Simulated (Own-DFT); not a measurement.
## Calculated data, AlN (wurtzite, atoms displaced)

A calculation, not a measurement: plane-wave PBE density functional theory by an unreviewed code, no spin, of a simulated periodic cell, stress positive in tension, free energy of the whole cell less one offset for each atom, forces on such cells passed a denser k mesh, this cell's mesh not checked; offsets are fitted by least squares, one for each functional and potential file, so energies compare only between cells with the same atoms and settings and are not formation energies; the far tail of each file's local potential was reset to the Coulomb form; each entry is a single point on an unrelaxed cell, so the pressure reflects the starting lattice, mostly measured values (interpolated for alloys), from which strain is counted, and rises with the displacements; printed positions are rounded, which can move forces by about a meV/angstrom; the program, named Own-DFT, is a retired in-house code; no spin-orbit coupling. Program: Own-DFT development build.

Common to all runs: functional PBE; potential files PseudoDojo norm-conserving, scalar-relativistic, standard set; wave cutoff 42 hartree; occupations Fermi-Dirac; smearing width 0.1 eV; hardware one NVIDIA H100; k mesh 2 x 2 x 2 centred on Gamma.

(1) AlN (wurtzite, atoms displaced)

```xyz
128
Lattice="12.4480 0.0000 0.0000 -6.2240 10.7803 0.0000 0.0000 0.0000 9.9640" Properties=species:S:1:pos:R:3 AlN
Al    -0.0928     1.7763     0.1629
Al     1.5574     1.0484     2.5611
N      0.2345     1.7533     2.0282
N      1.6585     0.9562     4.4421
Al    -0.0994     1.7333     4.9653
Al     1.6097     0.8874     7.4975
N      0.0608     1.8432     6.8951
N      1.6633     0.8277     9.3377
Al    -1.6049     4.4850     0.0047
Al    -0.0802     3.7556     2.4353
N     -1.3288     4.6310     2.0238
N      0.0085     3.7408     4.4378
Al    -1.5243     4.4694     4.9501
Al    -0.1044     3.5352     7.4080
N     -1.5147     4.5295     7.0792
N     -0.1396     3.6637     9.4122
Al    -3.2774     7.0374     0.0477
Al    -1.6182     6.3685     2.5291
N     -3.0536     7.3976     2.0026
N     -1.7042     6.3947     4.4008
Al    -3.1596     7.1202     4.9421
Al    -1.5899     6.0387     7.2926
N     -3.1571     7.0678     6.8920
N     -1.6231     6.3335     9.3431
Al    -4.7626     9.9035     0.0410
Al    -3.1586     9.0376     2.6021
N     -4.6978     9.8929     1.7839
N     -3.1824     9.1623     4.4462
Al    -4.5670     9.9942     5.0042
Al    -3.0538     9.1419     7.3216
N     -4.6722     9.8876     6.8433
N     -3.0739     9.0612     9.3073
Al     3.2811     1.8814     9.9037
Al     4.4760     0.8930     2.5436
N      3.0744     1.7459     1.7015
N      4.6221     0.8337     4.3861
Al     3.1584     1.7837     4.9635
Al     4.7984     0.9781     7.5887
N      3.1612     1.7134     6.8440
N      4.6711     0.9721     9.3779
Al     1.4935     4.3354     9.8670
Al     2.9189     3.6036     2.5967
N      1.4592     4.3482     2.0502
N      3.1182     3.7485     4.4991
Al     1.6260     4.6024     4.7704
Al     3.0809     3.5181     7.4638
N      1.4656     4.5756     6.8919
N      3.1070     3.6429     9.4397
Al    -0.0218     7.2960     0.0381
Al     1.4743     6.6310     2.4924
N      0.0444     6.9686     1.8244
N      1.5440     6.3772     4.3527
Al     0.1117     7.1006     4.9853
Al     1.5464     6.2520     7.5417
N      0.0734     7.1797     6.9581
N      1.5319     6.2495     9.6414
Al    -1.4848     9.9769     9.8287
Al     0.0299     8.9004     2.4607
N     -1.4468     9.9791     1.9601
N     -0.0215     9.0497     4.2928
Al    -1.5168     9.9095     5.0674
Al     0.1396     8.8373     7.4890
N     -1.5456     9.7285     6.8056
N      0.1296     8.8052     9.4453
Al     6.1571     1.9399     9.8349
Al     7.7379     1.0551     2.5880
N      6.2001     1.9068     1.7393
N      7.7298     0.8427     4.4691
Al     6.2367     1.8149     4.8964
Al     7.8075     0.9958     7.5512
N      6.2238     1.7810     6.9232
N      7.5937     1.0299     9.4612
Al     4.6180     4.4041     0.0350
Al     6.1237     3.6408     2.6242
N      4.4034     4.5397     1.6534
N      6.2823     3.5574     4.5641
Al     4.7092     4.3748     5.0284
Al     6.0954     3.5983     7.4072
N      4.5955     4.4715     6.9402
N      6.2369     3.4866     9.3476
Al     3.0605     7.1899     9.9551
Al     4.5729     6.3442     2.5086
N      3.1936     7.2444     1.9161
N      4.6239     6.4364     4.4432
Al     2.9902     7.2056     4.9815
Al     4.7407     6.2122     7.6021
N      3.1376     7.2372     6.8166
N      4.6711     6.4096     9.3338
Al     1.6636     9.7028     0.1450
Al     3.1464     8.9280     2.4979
N      1.5048     9.8412     1.8416
N      3.1476     8.7379     4.4277
Al     1.6273     9.7533     4.9614
Al     3.0051     8.8704     7.5359
N      1.4091     9.8780     6.9257
N      3.1422     9.0154     9.3837
Al     9.3534     1.8100     0.0116
Al    10.9364     0.8536     2.8550
N      9.3115     1.9414     1.8713
N     10.9552     1.0621     4.4020
Al     9.1646     1.9173     5.0786
Al    10.9639     0.8006     7.4291
N      9.2754     1.8173     6.9712
N     10.9260     0.9103     9.3960
Al     7.7879     4.2674     9.8475
Al     9.3531     3.4621     2.6607
N      7.7391     4.5521     2.0558
N      9.4152     3.6033     4.4418
Al     7.7602     4.4624     4.9563
Al     9.3635     3.4971     7.5699
N      7.9160     4.5079     7.1404
N      9.1928     3.4758     9.3375
Al     6.0504     7.1826     9.9212
Al     7.6600     6.2853     2.4938
N      6.1677     7.1501     1.9490
N      7.8495     6.1442     4.3183
Al     6.2988     7.2357     5.2618
Al     7.7787     6.3129     7.5608
N      6.4372     7.1135     6.9932
N      7.5946     6.3231     9.3687
Al     4.7543    10.0672     0.0554
Al     6.1897     9.0572     2.4326
N      4.5946     9.9470     1.8189
N      6.2262     8.9471     4.2077
Al     4.5980     9.7622     5.0974
Al     6.2561     8.9810     7.4021
N      4.5688     9.6930     6.8363
N      6.1486     8.9368     9.4686
```

Results for AlN (wurtzite, atoms displaced): free energy of cell above offsets -24.887 eV; pressure 11.93 GPa; stress xx -12.68 GPa; stress yy -12.36 GPa; stress zz -10.76 GPa; stress yz 0.01 GPa; stress xz -0.33 GPa; stress xy 2.28 GPa; wall time 412.6 s.

Force:
```tsv
element	x (eV/Å)	y (eV/Å)	z (eV/Å)
Al	2.966	0.864	-0.879
Al	5.928	-5.173	0.484
N	-9.702	3.922	-2.214
N	-2.281	0.642	-0.707
Al	6.399	4.218	2.003
Al	-0.249	-0.011	0.199
N	-1.236	-2.694	-0.921
N	-1.548	2.357	0.302
Al	-0.996	2.397	0.771
Al	4.727	-6.063	3.726
N	-9.6	1.776	-3.226
N	0.332	-2.283	-0.325
Al	-0.278	2.215	0.886
Al	2.743	1.52	1.514
N	-1.645	-11.44	-4.331
N	1.351	-3.188	-0.776
Al	2.073	3.174	-0.637
Al	0.397	0.035	-0.368
N	-1.57	-3.887	-1.519
N	4.826	-2.392	0.195
Al	-2.028	2.348	2.025
Al	-0.799	14.01	4.109
N	1.12	1.589	-1.426
N	-0.209	-1.376	0.551
Al	2.652	-0.998	-2.413
Al	0.545	2.498	-1.623
N	-0.003	0.713	4.011
N	2.758	-2.951	-0.287
Al	-3.378	-0.337	-0.464
Al	-2.27	-4.394	3.426
N	-1.052	0.7	-0.088
N	-0.694	-0.451	-0.138
Al	-3.996	-1.14	0.157
Al	2.565	0.055	-1.94
N	0.023	1.296	4.326
N	1.145	2.498	0.227
Al	0.043	1.129	1.313
Al	-2.263	-2.349	-2.385
N	0.519	1.017	0.77
N	1.53	-0.695	-0.96
Al	-0.223	2.455	2.615
Al	3.027	-0.678	-2.202
N	1.848	3.273	-2.042
N	1.508	-3.567	-1.615
Al	-2.86	-0.14	2.482
Al	-1.457	0.963	-0.052
N	1.106	-2.368	-0.279
N	-0.475	-1.347	-3.036
Al	-1.807	-7.789	0.4
Al	6.141	-5.083	1.037
N	-5.593	4.59	0.203
N	0.675	-0.937	-1.371
Al	-4.356	2.714	1.449
Al	0.805	0.62	0.973
N	-0.931	-2.727	-2.208
N	0.155	-0.499	-2.862
Al	-0.883	-2.437	2.314
Al	-1.78	1.506	-0.536
N	-1.193	-1.628	-1.31
N	1.283	-1.884	1.667
Al	-0.043	-1.121	-2.574
Al	-3.579	1.351	1.468
N	3.76	2.795	2.184
N	-0.296	7.519	-2.688
Al	-0.111	-5.219	3.73
Al	-0.808	-1.611	-3.06
N	-0.497	0.12	4.174
N	1.592	0.668	-0.753
Al	-1.699	-2.837	2.28
Al	-2.192	-2.409	1.172
N	0.923	1.252	-1.923
N	4.533	-2.937	-1.333
Al	2.196	1.711	-4.637
Al	0.243	0.06	-3.213
N	1.162	0.248	8.999
N	-1.482	0.211	-1.771
Al	-0.669	4.032	0.675
Al	3.357	-0.309	1.475
N	0.331	0.196	-0.702
N	-2.296	6.51	-2.388
Al	1.078	-0.047	0.51
Al	2.257	-1.624	0.843
N	-2.89	0.134	-1.055
N	1.207	-2.709	0.483
Al	2.578	-5.018	2.367
Al	-1.027	1.459	-3.091
N	-0.361	-2.444	1.916
N	-3.556	-3.188	0.68
Al	-1.976	2.659	-3.466
Al	-0.205	2.006	-0.184
N	1.799	0.6	4.458
N	-0.367	8.253	-2.464
Al	-1.902	0.59	0.71
Al	-0.033	1.678	0.094
N	3.926	1.456	-1.264
N	1.01	-0.341	-0.017
Al	-1.787	-1.705	0.355
Al	-0.008	-0.606	-12.53
N	0.963	-3.812	1.109
N	-5.672	-2.689	8.242
Al	1.678	-1.683	0.441
Al	-0.625	0.643	0.66
N	2.529	-1.467	-1.694
N	-0.953	1.688	-1.613
Al	-3.111	4.351	2.327
Al	-0.117	5.004	-2.002
N	0.651	-2.719	-1.449
N	-1.714	-0.616	1.304
Al	2.376	1.513	2.012
Al	0.202	2.305	-1.021
N	-2.888	-1.087	-3.04
N	4.793	0.263	1.371
Al	3.676	1.049	2.998
Al	1.305	1.437	0.032
N	-0.849	1.127	-1.407
N	-1.781	1.947	1.788
Al	-0.735	-0.922	-6.087
Al	4.363	-2.303	1.104
N	-5.811	2.68	-0.332
N	1.163	-1.896	1.769
Al	-1.201	-4.1	-1.033
Al	0.599	-1.399	-1.537
N	0.219	0.717	3.676
N	-0.116	1.337	4.95
Al	1.503	-0.628	-3.667
Al	0.039	-0.622	2.402
N	1.265	2.23	2.281
N	0.247	2.081	-2.039
```

(2) AlN (wurtzite, atoms displaced)

```xyz
128
Lattice="12.4480 0.0000 0.0000 -6.2240 10.7803 0.0000 0.0000 0.0000 9.9640" Properties=species:S:1:pos:R:3 AlN
Al     0.1512     1.7249     9.8818
Al     1.6321     0.9402     2.6672
N     -0.0276     1.7613     1.9999
N      1.5808     0.9791     4.5873
Al     0.0056     1.8671     5.1615
Al     1.4643     0.9286     7.4397
N      0.1144     1.7899     6.7884
N      1.4739     0.8196     9.3425
Al    -1.5644     4.3983     9.8391
Al     0.0540     3.4789     2.4758
N     -1.7152     4.3187     1.9995
N      0.0189     3.4821     4.4645
Al    -1.5842     4.4901     5.0755
Al     0.0422     3.6081     7.4389
N     -1.4914     4.3104     6.8251
N      0.0027     3.5648     9.3346
Al    -3.1875     7.1007     9.9623
Al    -1.5778     6.0405     2.4874
N     -3.1303     7.2918     1.7711
N     -1.6059     6.3296     4.3569
Al    -3.1171     7.4743     5.0339
Al    -1.6106     6.3650     7.6248
N     -3.0805     7.1579     6.6821
N     -1.6133     6.4590     9.2075
Al    -4.5799     9.8685     0.1407
Al    -3.1194     9.1343     2.5108
N     -4.6115     9.8082     1.7752
N     -3.1843     8.9025     4.2965
Al    -4.6013     9.9209     4.8334
Al    -2.9830     8.9162     7.4758
N     -4.6254     9.7753     6.7573
N     -3.1462     9.1711     9.2422
Al     3.1638     1.8521     0.0047
Al     4.4441     0.8852     2.4759
N      3.0917     1.8967     1.8893
N      4.5560     0.8221     4.4315
Al     3.0956     1.7451     5.0092
Al     4.7562     0.8610     7.3747
N      3.3326     1.6489     6.9791
N      4.4975     0.8261     9.3873
Al     1.6113     4.5351     0.2404
Al     3.1444     3.3224     2.6086
N      1.8001     4.4382     2.0395
N      3.1234     3.5101     4.2758
Al     1.6648     4.3579     5.1304
Al     3.0143     3.6149     7.4787
N      1.5298     4.3491     6.7798
N      3.1554     3.6049     9.4191
Al    -0.1088     7.2259     0.0241
Al     1.5171     6.3913     2.5058
N     -0.0487     7.2070     2.0563
N      1.4518     6.2320     4.5229
Al     0.0438     7.1618     4.8953
Al     1.5257     6.4033     7.3819
N      0.0052     7.0874     6.8474
N      1.5473     6.0561     9.3103
Al    -1.5242     9.7560     9.9475
Al    -0.1335     9.0371     2.3983
N     -1.5973     9.9558     1.8614
N      0.0989     9.0174     4.5846
Al    -1.5375     9.9408     5.0061
Al     0.0074     8.9710     7.5744
N     -1.6082     9.9758     6.7945
N      0.0638     9.0657     9.2536
Al     6.2910     1.8686     9.7900
Al     7.6620     0.8865     2.3197
N      6.2566     1.8080     1.7784
N      7.7717     0.8549     4.6248
Al     6.4925     1.8313     4.9175
Al     7.7843     1.0918     7.3334
N      6.2025     1.7508     6.7139
N      7.5892     0.9355     9.2444
Al     4.6511     4.4418     9.6992
Al     6.1789     3.4767     2.3194
N      4.5212     4.3640     1.8585
N      6.0722     3.6778     4.1593
Al     4.6744     4.6416     4.8925
Al     6.1483     3.6187     7.6768
N      4.7650     4.2535     6.9618
N      6.2581     3.6156     9.3314
Al     3.1742     7.1575     9.8727
Al     4.8364     6.3775     2.5126
N      3.1089     7.1815     1.8216
N      4.7157     6.3808     4.3542
Al     3.0969     7.3548     5.0634
Al     4.7744     6.2107     7.3523
N      3.1543     7.0978     6.9450
N      4.5160     6.3178     9.3140
Al     1.4067    10.0515     9.8874
Al     3.2342     9.0034     2.5112
N      1.4873     9.9063     1.8833
N      3.0667     9.1395     4.3642
Al     1.4286     9.9367     4.9321
Al     2.9977     9.0125     7.6800
N      1.5796     9.8307     6.9330
N      3.1157     9.0393     9.3488
Al     9.2718     1.7334     0.0239
Al    10.8446     1.0462     2.4293
N      9.3354     1.7386     1.8041
N     10.9233     0.8203     4.3890
Al     9.3029     1.6538     4.9978
Al    10.8935     0.9324     7.3377
N      9.4198     1.7117     6.9799
N     10.8015     0.7956     9.2697
Al     7.7487     4.4233     0.0217
Al     9.1828     3.4771     2.5004
N      7.6302     4.5148     1.9239
N      9.2962     3.5372     4.3032
Al     7.7727     4.5225     4.8825
Al     9.2988     3.5230     7.3797
N      7.7532     4.4607     6.9241
N      9.4183     3.6975     9.3541
Al     6.2287     7.1074     0.0652
Al     7.8703     6.3596     2.5471
N      6.3020     7.1313     1.9348
N      7.8320     6.1792     4.3248
Al     6.3593     7.2018     4.8944
Al     7.8366     6.3795     7.3017
N      6.3456     7.2166     6.8540
N      7.7304     6.3519     9.3137
Al     4.7992     9.9885     0.1293
Al     6.3040     9.0460     2.3958
N      4.6870     9.8076     2.0287
N      6.1358     8.9288     4.2054
Al     4.6262     9.7991     4.8725
Al     6.2059     8.9111     7.3245
N      4.7973     9.8875     7.0757
N      6.1657     8.8872     9.2983
```

It finds free energy of cell above offsets -26.592 eV; pressure 11.16 GPa; stress xx -11.45 GPa; stress yy -8.55 GPa; stress zz -13.46 GPa; stress yz 0.85 GPa; stress xz -0.12 GPa; stress xy 2.79 GPa; wall time 402.1 s.

Force:
```tsv
element	x (eV/Å)	y (eV/Å)	z (eV/Å)
Al	-4.688	1.994	1.609
Al	-2.164	0.214	-1.395
N	2.295	-1.127	-2.143
N	-1.273	-1.742	-3.061
Al	-1.165	-1.795	-6.567
Al	4.441	-3.522	0.566
N	-2.682	1.022	5.893
N	3.169	-0.335	-0.153
Al	2.365	1.498	2.117
Al	-0.031	2.357	1.902
N	2.501	0.298	-2.447
N	-0.22	2.585	-1.336
Al	0.607	0.264	-3.262
Al	-0.194	-1.002	0.842
N	-2.084	1.89	2.437
N	0.905	-0.187	0.976
Al	-0.435	1.986	-1.025
Al	-0.699	3.207	1.083
N	0.976	-0.886	2.175
N	-0.007	-0.427	0.456
Al	1.118	-8.593	-2.392
Al	1.245	-1.761	-10.29
N	1.036	0.231	5.451
N	0.072	-1.204	8.801
Al	-1.859	0.004	-8.172
Al	0.915	-3.429	-1.439
N	-0.289	2.549	6.738
N	1.072	6.742	-2.146
Al	-2.342	-0.612	2.975
Al	-2.485	2.043	-1.437
N	-0.023	0.573	-0.046
N	1.511	-3.194	1.864
Al	-1.577	-0.558	-1.155
Al	3.865	0.564	0.713
N	-1.66	-7.864	-2.505
N	1.431	1.32	-2.883
Al	2.564	1.804	2.677
Al	1.116	-0.469	2.587
N	-6.778	4.11	-1.988
N	4.048	0.106	-0.449
Al	0.472	-2.058	-1.851
Al	1.269	9.279	-1.314
N	-4.603	0.975	-0.218
N	0.28	0.644	6.253
Al	-1.44	0.986	-6.865
Al	2.165	-2.316	0.927
N	0.949	1.867	4.637
N	-2.777	-1.119	-1.707
Al	2.506	-0.87	-0.179
Al	2.481	-2.126	1.18
N	-1.155	-0.286	-2.65
N	3.932	-0.446	-1.563
Al	-2.909	0.799	1.472
Al	1.044	-3.176	1.493
N	-2.272	2.076	0.586
N	-0.991	4.361	-0.005
Al	-1.668	2.813	-0.999
Al	2.154	-0.394	2.359
N	-0.295	-0.763	-0.034
N	-5.37	-2.18	-3.652
Al	0.482	-1.914	-0.438
Al	0.018	0.054	-6.419
N	1.508	-3.645	1.523
N	-2.125	-2.073	4.949
Al	-5.102	-0.759	2.644
Al	1.742	-0.489	1.418
N	-1.578	-1.665	-0.457
N	2.864	-0.643	-4.129
Al	-7.637	4.41	0.244
Al	-0.853	-3.926	0.88
N	1.183	1.772	2.144
N	4.172	0.465	-0.666
Al	-0.175	2.507	4.138
Al	-2.288	3.377	1.096
N	2.557	1.189	-0.892
N	2.76	-1.64	2.513
Al	-0.391	-3.132	-0.005
Al	3.979	-1.969	-6.594
N	-4.172	4.519	-2.373
N	0.031	-0.246	3.564
Al	-4.003	2.227	1.615
Al	-4.051	-3.121	-1.102
N	0.587	0.817	1.315
N	-0.785	0.852	1.661
Al	-0.439	-1.487	-0.856
Al	-0.552	0.544	1.396
N	0.335	1.405	-0.982
N	5.665	-2.942	-1.582
Al	3.452	-2.366	0.964
Al	-3.612	-1.698	-0.884
N	0.028	-0.487	-0.458
N	-1.308	-2.082	0.115
Al	4.513	-0.853	3.064
Al	2.842	0.033	-4.571
N	-1.133	1.403	-0.762
N	-0.897	0.056	5.283
Al	1.251	0.567	-3.26
Al	1.053	-3.089	2.324
N	-2.476	0.182	1.376
N	-0.561	1.501	0.329
Al	2.872	1.719	-0.117
Al	3.088	-2.746	2.251
N	-2.499	2.518	-2.593
N	0.881	2.853	1.476
Al	1.665	2.536	-0.091
Al	-0.233	1.194	-0.8
N	2.413	-0.326	-1.198
N	-0.165	-0.924	2.509
Al	-0.969	-2.555	0.888
Al	1.025	1.318	1.093
N	-0.068	0.273	-1.189
N	-4.352	-2.99	-1.011
Al	-1.221	1.405	-1.552
Al	-0.188	-1.102	-1.954
N	1.026	1.931	-0.843
N	0.322	3.629	1.478
Al	-1.033	-0.072	0.276
Al	0.115	-2.252	2.245
N	-2.134	-2.028	-2.303
N	0.663	-2.141	-0.664
Al	-1.243	-2.967	-2.217
Al	-1.06	-1.93	0.12
N	1.613	3.313	-2.348
N	2.326	0.651	1.712
Al	1.875	1.627	2.021
Al	2.311	1.711	2.605
N	-3.569	0.27	-3.681
N	1.286	0.711	2.323
```
